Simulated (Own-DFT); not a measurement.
# Device materials side by side: how hard are they to compress?

Calculated, not measured: single-point runs of Own-DFT, a retired in-house plane-wave DFT program that no person has reviewed, on unrelaxed cells, without spin or spin-orbit coupling.

Keep in mind (not all hold for every row): forces on such cells moved up to 12 meV/angstrom on a denser k mesh; forces not confirmed at this smearing and k mesh; k mesh not checked against a denser one; forces on such cells passed a denser k mesh, each cell not checked; stress not checked against mesh or cutoff.

All runs are PBE with PseudoDojo norm-conserving files; cutoff and k mesh are each material's own. Every cell starts from measured lattice constants and was given uniform random strains and small random moves of its atoms. Each triple is the change of volume in per cent, the rms move u in Å and the pressure in GPa.

- 2H SiC (C36Si36), 10.36 Å³/atom unstrained: (-1.96, 0.053, 10.50); (-1.84, 0.047, 9.93); (0.54, 0.047, 4.10); (0.88, 0.050, 4.19); (2.17, 0.048, 0.81); (2.63, 0.047, -0.44); (2.81, 0.052, -0.57)
- wurtzite GaN (Ga48N48), 11.42 Å³/atom unstrained: (-2.96, 0.050, 13.54); (-1.31, 0.048, 9.94); (-0.93, 0.050, 9.03); (-0.89, 0.053, 9.46); (1.44, 0.054, 4.91); (2.17, 0.054, 3.58); (3.35, 0.049, 0.86)
- diamond silicon (Si64), 20.02 Å³/atom unstrained: (-1.38, 0.049, 3.89); (-1.18, 0.050, 3.74); (-1.06, 0.053, 3.79); (-0.20, 0.052, 2.70); (-0.11, 0.050, 2.66); (0.74, 0.047, 2.06); (1.25, 0.054, 1.47)
- zincblende GaAs (As32Ga32), 22.58 Å³/atom unstrained: (-2.01, 0.053, 5.83); (-1.45, 0.050, 5.26); (-0.97, 0.045, 4.89); (-0.69, 0.051, 4.53); (-0.02, 0.049, 4.23); (1.42, 0.053, 3.07); (2.84, 0.047, 2.06)
- zincblende InP (In48P48), 25.27 Å³/atom unstrained: withheld
- grey tin (Sn64), 34.15 Å³/atom unstrained: (-2.33, 0.050, 4.94); (-1.74, 0.050, 4.70); (-1.73, 0.051, 4.86); (-0.96, 0.050, 4.22); (0.18, 0.046, 3.68); (1.68, 0.050, 2.99); (1.80, 0.049, 2.77)

## Analysis

Fit a line to each set against the fractional change of volume; B is minus its slope, and u is nearly the same within a set. To take it to zero pressure, assume that B rises by 4 GPa for each GPa: B0 = B - 4 x (mean pressure). The bond length of an ideal tetrahedral crystal with the unstrained volume v is d = (√3/4)(8 v)^(1/3). Cohen's empirical rule reads B0 = (1971 - 220 L) d^(-3.5) GPa, with L = 0 for group IV crystals and SiC and 1 for III-V compounds.

| material | L | d (Å) | B (GPa) | mean P (GPa) | B0 (GPa) | rule (GPa) |
|---|---|---|---|---|---|---|
| 2H SiC (C36Si36) | 0 | 1.888 | 231 ± 6 | 4.1 | 215 ± 6 | 213 |
| wurtzite GaN (Ga48N48) | 1 | 1.950 | 195 ± 5 | 7.3 | 166 ± 5 | 169 |
| diamond silicon (Si64) | 0 | 2.352 | 93 ± 4 | 2.9 | 82 ± 4 | 99 |
| zincblende GaAs (As32Ga32) | 1 | 2.448 | 76 ± 2 | 4.3 | 59 ± 2 | 76 |
| zincblende InP (In48P48) | 1 | 2.541 | ? | ? | ? | 67 |
| grey tin (Sn64) | 0 | 2.810 | 53 ± 2 | 4.0 | 36 ± 2 | 53 |

A line through ln[B0/(1971 - 220 L)] against ln d has a slope of -4.5 ± 0.04 and a scatter of 1 %. Against the rule, B0 stands at 101 % for 2H SiC, 98 % for wurtzite GaN, 83 % for diamond silicon, 77 % for zincblende GaAs, 69 % for grey tin. PBE tends to make silicon and heavier crystals too soft, and the rule itself is only a guide.

## Prediction

The question: what B0 does the fitted trend give for zincblende InP (In48P48)?

From the line: 51 GPa. Its own runs give B = 72 ± 5 GPa at a mean pressure of 3.1 GPa, so B0 = 60 GPa.
